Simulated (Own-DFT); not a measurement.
# Computed records: GaP (zincblende, strongly disordered by large displacements)

Computed with Own-DFT development build. A calculation, not a measurement: plane-wave PBE density functional theory by an unreviewed code, no spin, of a simulated periodic cell, stress positive in tension, free energy of the whole cell less one offset for each atom, forces on such cells passed a denser k mesh, this cell's mesh not checked; broken bonds can close the gap or carry spin, so checks made on this kind of crystal may not hold here; offsets are fitted by least squares, one for each functional and potential file, so energies compare only between cells with the same atoms and settings and are not formation energies; the far tail of each file's local potential was reset to the Coulomb form; each entry is a single point on an unrelaxed cell, so the pressure reflects the starting lattice, mostly measured values (interpolated for alloys), from which strain is counted, and rises with the displacements; printed positions are rounded, which can move forces by about a meV/angstrom; the program, named Own-DFT, is a retired in-house code; no spin-orbit coupling.

Common to all runs: functional PBE; potential files PseudoDojo norm-conserving, scalar-relativistic, standard set; wave cutoff 42 hartree; occupations Fermi-Dirac; smearing width 0.1 eV; hardware one NVIDIA H100; k mesh 3 x 3 x 3 centred on Gamma.

(1) GaP (zincblende, strongly disordered by large displacements)

```cif
# cell vector a (Å): 10.9010 0.0000 0.0000
# cell vector b (Å): 0.0000 10.9010 0.0000
# cell vector c (Å): 0.0000 0.0000 10.9010
data_GaP
_symmetry_space_group_name_H-M 'P 1'
_symmetry_Int_Tables_number 1
_cell_length_a 10.9010
_cell_length_b 10.9010
_cell_length_c 10.9010
_cell_angle_alpha 90.000
_cell_angle_beta 90.000
_cell_angle_gamma 90.000
_cell_volume 1295.39
loop_
_atom_site_label
_atom_site_type_symbol
_atom_site_fract_x
_atom_site_fract_y
_atom_site_fract_z
_atom_site_occupancy
Ga1 Ga 0.01097 0.02827 0.02077 1
Ga2 Ga 0.98348 0.22651 0.24523 1
Ga3 Ga 0.25010 0.96973 0.27349 1
Ga4 Ga 0.27542 0.24976 0.01784 1
P1 P 0.14414 0.10257 0.14903 1
P2 P 0.13180 0.36497 0.35805 1
P3 P 0.36122 0.08607 0.39803 1
P4 P 0.39815 0.38620 0.09994 1
Ga5 Ga 0.03075 0.01626 0.50771 1
Ga6 Ga 0.00059 0.21352 0.72985 1
Ga7 Ga 0.24450 0.00393 0.76098 1
Ga8 Ga 0.24998 0.25411 0.55338 1
P5 P 0.13925 0.12705 0.63992 1
P6 P 0.11086 0.38316 0.89848 1
P7 P 0.36299 0.09910 0.86412 1
P8 P 0.36576 0.39787 0.61797 1
Ga9 Ga 0.99902 0.51307 0.97073 1
Ga10 Ga 0.99945 0.75200 0.28441 1
Ga11 Ga 0.23715 0.47274 0.25613 1
Ga12 Ga 0.24570 0.75824 0.00796 1
P9 P 0.10358 0.62356 0.13452 1
P10 P 0.10599 0.88786 0.35587 1
P11 P 0.36137 0.59843 0.37445 1
P12 P 0.35832 0.90541 0.12662 1
Ga13 Ga 0.96005 0.50247 0.49492 1
Ga14 Ga 0.00773 0.75032 0.74196 1
Ga15 Ga 0.25957 0.51189 0.75925 1
Ga16 Ga 0.26556 0.76373 0.49008 1
P13 P 0.11885 0.62247 0.61604 1
P14 P 0.10552 0.88406 0.91071 1
P15 P 0.37411 0.62839 0.90219 1
P16 P 0.41071 0.89110 0.63853 1
Ga17 Ga 0.54000 0.00725 0.99212 1
Ga18 Ga 0.49369 0.26097 0.25564 1
Ga19 Ga 0.77662 0.98932 0.23887 1
Ga20 Ga 0.75386 0.24140 0.99683 1
P17 P 0.61445 0.12091 0.12671 1
P18 P 0.60928 0.39232 0.40052 1
P19 P 0.88944 0.11832 0.35544 1
P20 P 0.89865 0.39849 0.10831 1
Ga21 Ga 0.49170 0.00587 0.49183 1
Ga22 Ga 0.50765 0.26683 0.74796 1
Ga23 Ga 0.74288 0.01572 0.73864 1
Ga24 Ga 0.73443 0.26370 0.53231 1
P21 P 0.61182 0.12458 0.64085 1
P22 P 0.61911 0.37102 0.94290 1
P23 P 0.86193 0.13557 0.83958 1
P24 P 0.88968 0.35364 0.64912 1
Ga25 Ga 0.49104 0.51812 0.02578 1
Ga26 Ga 0.51174 0.72882 0.28345 1
Ga27 Ga 0.72552 0.51791 0.24900 1
Ga28 Ga 0.70336 0.76676 0.97919 1
P25 P 0.59961 0.65505 0.13569 1
P26 P 0.60991 0.85600 0.36298 1
P27 P 0.89181 0.64313 0.39533 1
P28 P 0.88817 0.86003 0.12743 1
Ga29 Ga 0.48919 0.48840 0.49068 1
Ga30 Ga 0.50641 0.75311 0.72421 1
Ga31 Ga 0.74340 0.49164 0.77289 1
Ga32 Ga 0.72483 0.74649 0.51665 1
P29 P 0.61171 0.63036 0.61215 1
P30 P 0.62135 0.87961 0.86876 1
P31 P 0.85305 0.61584 0.90684 1
P32 P 0.88185 0.87782 0.61914 1
```

Results for GaP (zincblende, strongly disordered by large displacements): free energy of cell above offsets 1.249 eV; pressure 10.64 GPa; stress xx -11.04 GPa; stress yy -12.12 GPa; stress zz -8.78 GPa; stress yz 0.94 GPa; stress xz 0.93 GPa; stress xy -0.17 GPa; wall time 607.5 s.

Force:
```tsv
element	x (eV/Å)	y (eV/Å)	z (eV/Å)
Ga	-2.138	-0.842	-0.775
Ga	4.103	4.961	-3.988
Ga	2.096	1.828	-1.176
Ga	-2.135	-1.808	-1.412
P	0.363	3.359	-0.45
P	-4.15	-3.95	4.901
P	-3.573	6.209	-2.546
P	-4.326	-4.859	5.891
Ga	-2.331	-1.185	-1.405
Ga	0.124	2.837	2.821
Ga	-2.179	-4.604	-0.946
Ga	0.813	0.916	-4.9
P	0.653	-3.041	-0.735
P	4.061	-3.986	-3.276
P	4.653	4.796	3.707
P	1.37	-0.633	2.883
Ga	0.605	1.827	3.082
Ga	-0.174	-1.411	-4.736
Ga	2.546	3.587	-4.369
Ga	-0.478	0.131	1.677
P	1.525	0.117	0.051
P	0.457	0.009	5.149
P	-0.005	2.086	-0.463
P	2.96	-2.292	-2.096
Ga	3.489	-4.004	2.56
Ga	-0.669	0.452	1.625
Ga	-1.823	0.154	0.8
Ga	-0.782	-0.448	0.689
P	1.044	0.046	0.232
P	0.737	-1.201	-3.63
P	-0.002	1.206	-2.897
P	-4.835	1.186	-1.331
Ga	-4.584	-0.217	-0.281
Ga	-0.261	-0.72	0.239
Ga	-2.069	-0.183	0.097
Ga	2.362	-0.56	1.563
P	2.909	1.492	2.479
P	5.381	-4.526	-4.501
P	-3.703	-2.306	5.887
P	-2.527	-2.749	2.453
Ga	5.611	-2.678	2.182
Ga	-1.556	0.577	2
Ga	1.188	-3.421	-0.08
Ga	0.706	-0.623	-1.093
P	-0.925	0.765	-2.722
P	-1.446	1.662	-4.574
P	-0.112	-0.567	4.619
P	-2.134	3.413	-2.058
Ga	3.764	4.395	-2.631
Ga	-6.596	-2.027	-0.44
Ga	2.034	-0.385	-0.147
Ga	5.314	-4.722	5.341
P	2.556	-1.672	-2.94
P	4.455	5.837	3.87
P	-6.124	0.412	-0.551
P	-0.63	0.065	-1.464
Ga	-3.28	4.549	2.938
Ga	-0.089	-1.75	4.053
Ga	-0.34	-0.458	0.229
Ga	3.615	2.956	-2.837
P	-0.436	-4.825	2.112
P	-1.717	2.788	-5.773
P	-2.442	3.246	-3.015
P	-0.922	0.787	0.105
```

(2) GaP (zincblende, strongly disordered by large displacements)

```cif
# cell vector a (Å): 10.9010 0.0000 0.0000
# cell vector b (Å): 0.0000 10.9010 0.0000
# cell vector c (Å): 0.0000 0.0000 10.9010
data_GaP
_symmetry_space_group_name_H-M 'P 1'
_symmetry_Int_Tables_number 1
_cell_length_a 10.9010
_cell_length_b 10.9010
_cell_length_c 10.9010
_cell_angle_alpha 90.000
_cell_angle_beta 90.000
_cell_angle_gamma 90.000
_cell_volume 1295.39
loop_
_atom_site_label
_atom_site_type_symbol
_atom_site_fract_x
_atom_site_fract_y
_atom_site_fract_z
_atom_site_occupancy
Ga1 Ga 0.98808 0.06608 0.02791 1
Ga2 Ga 0.99881 0.24278 0.28130 1
Ga3 Ga 0.25626 0.91437 0.24188 1
Ga4 Ga 0.22816 0.23019 0.06741 1
P1 P 0.13271 0.10023 0.14159 1
P2 P 0.10230 0.37421 0.34057 1
P3 P 0.37345 0.11928 0.34780 1
P4 P 0.34485 0.41796 0.10572 1
Ga5 Ga 0.99889 0.03246 0.53879 1
Ga6 Ga 0.00789 0.25755 0.75444 1
Ga7 Ga 0.33218 0.03207 0.73791 1
Ga8 Ga 0.32134 0.19983 0.49712 1
P5 P 0.13573 0.14939 0.58720 1
P6 P 0.15637 0.38141 0.90225 1
P7 P 0.33457 0.08807 0.92345 1
P8 P 0.38697 0.37700 0.65645 1
Ga9 Ga 0.00511 0.48803 0.02508 1
Ga10 Ga 0.92891 0.76260 0.29498 1
Ga11 Ga 0.21287 0.48575 0.26138 1
Ga12 Ga 0.31615 0.68781 0.01413 1
P9 P 0.11819 0.59536 0.15207 1
P10 P 0.07366 0.90532 0.37519 1
P11 P 0.37325 0.70320 0.35003 1
P12 P 0.37813 0.87113 0.09574 1
Ga13 Ga 0.96603 0.49362 0.44896 1
Ga14 Ga 0.92896 0.76173 0.78955 1
Ga15 Ga 0.24982 0.47554 0.71104 1
Ga16 Ga 0.24498 0.74403 0.46864 1
P13 P 0.13802 0.62700 0.67818 1
P14 P 0.11080 0.90008 0.91391 1
P15 P 0.43367 0.64883 0.89129 1
P16 P 0.44309 0.90905 0.61547 1
Ga17 Ga 0.52851 0.93212 0.02384 1
Ga18 Ga 0.47552 0.23282 0.26078 1
Ga19 Ga 0.74950 0.02396 0.20530 1
Ga20 Ga 0.71605 0.21340 0.00091 1
P17 P 0.62933 0.15188 0.14302 1
P18 P 0.68220 0.42757 0.38873 1
P19 P 0.83948 0.12966 0.37140 1
P20 P 0.90677 0.34107 0.04045 1
Ga21 Ga 0.49503 0.02828 0.49594 1
Ga22 Ga 0.42118 0.22988 0.82198 1
Ga23 Ga 0.71246 0.02785 0.77297 1
Ga24 Ga 0.73334 0.24001 0.46117 1
P21 P 0.61179 0.09945 0.64824 1
P22 P 0.62876 0.33002 0.90099 1
P23 P 0.83444 0.12065 0.86016 1
P24 P 0.88470 0.42112 0.66798 1
Ga25 Ga 0.58127 0.47211 0.01709 1
Ga26 Ga 0.50927 0.71860 0.23996 1
Ga27 Ga 0.75683 0.56633 0.26503 1
Ga28 Ga 0.75092 0.71516 0.99926 1
P25 P 0.58349 0.61837 0.11370 1
P26 P 0.65430 0.81837 0.42811 1
P27 P 0.85401 0.62950 0.42691 1
P28 P 0.85083 0.86387 0.10752 1
Ga29 Ga 0.54817 0.49366 0.53758 1
Ga30 Ga 0.50623 0.75595 0.67875 1
Ga31 Ga 0.77987 0.56455 0.74266 1
Ga32 Ga 0.71853 0.71769 0.55810 1
P29 P 0.61343 0.61827 0.66093 1
P30 P 0.65702 0.86808 0.82249 1
P31 P 0.82998 0.58411 0.91180 1
P32 P 0.93090 0.83109 0.62551 1
```

The calculation gives: free energy of cell above offsets 48.134 eV; pressure 21.3 GPa; stress xx -18.46 GPa; stress yy -24.34 GPa; stress zz -21.1 GPa; stress yz 1.13 GPa; stress xz 4.06 GPa; stress xy 1.18 GPa; wall time 691.2 s.

Force:
```tsv
element	x (eV/Å)	y (eV/Å)	z (eV/Å)
Ga	-3.255	-2.245	-4.005
Ga	-3.671	-5.253	-3.714
Ga	-2.323	1.308	2.227
Ga	3.951	6.297	-3.844
P	-1.312	-3.878	6.847
P	-0.804	-0.034	7.165
P	-2.662	-8.392	-2.496
P	1.061	-1.893	0.985
Ga	-3.401	-3.065	-1.56
Ga	0.392	0.568	0.6
Ga	-1.999	-1.148	-2.258
Ga	-2.811	4.553	7.125
P	2.469	2.63	2.879
P	-0.391	-0.944	-1.126
P	-0.218	-1.09	3.101
P	5.856	-4.87	-3.494
Ga	3.149	4.638	-1.658
Ga	1.423	1.772	-1.736
Ga	7.901	1.424	-0.501
Ga	-7.024	1.222	5.383
P	-2.239	6.802	-3.111
P	1.468	-1.419	0.052
P	-2.315	-3.188	1.454
P	-4.06	-2.712	1.763
Ga	4.582	-5.888	2.834
Ga	1.694	-1.605	7.014
Ga	-4.094	2.188	3.174
Ga	-5.383	1.537	5.082
P	-1.329	2.421	-1.68
P	-0.672	-0.534	-0.359
P	5.28	-2.434	-6.32
P	-6.004	-0.333	2.145
Ga	6.358	3.24	-3.834
Ga	4.427	6.848	-4.554
Ga	2.49	-3.603	1.876
Ga	6.673	-0.931	-0.956
P	-6.181	-1.406	3.638
P	-2.177	-2.228	0.909
P	5.58	-4.96	-2.52
P	-4.06	-6.708	2.346
Ga	3.22	3.023	-5.706
Ga	2.803	3.381	-0.989
Ga	1.945	-0.759	-0.829
Ga	-4.463	4.052	4.856
P	-3.534	5.697	-5.899
P	-4.281	3.685	-7.008
P	7.454	3.636	3.417
P	1.896	-2.359	-3.128
Ga	-2.173	-4.722	-2.889
Ga	2.8	5.229	1.067
Ga	-0.925	-0.023	-3.601
Ga	-4.28	6.424	3.363
P	4.413	2.994	-0.577
P	-3.491	5.89	-7.31
P	-2.44	5.033	0.566
P	0.934	0.648	1.306
Ga	-2.329	-3.483	-2.733
Ga	-3.022	0.871	5.124
Ga	-0.598	-1.235	-3.875
Ga	7.597	1.601	0.692
P	-0.428	-7.224	4.983
P	-2.915	-7.733	4.116
P	6.363	-3.998	2.905
P	-0.914	2.687	-6.725
```
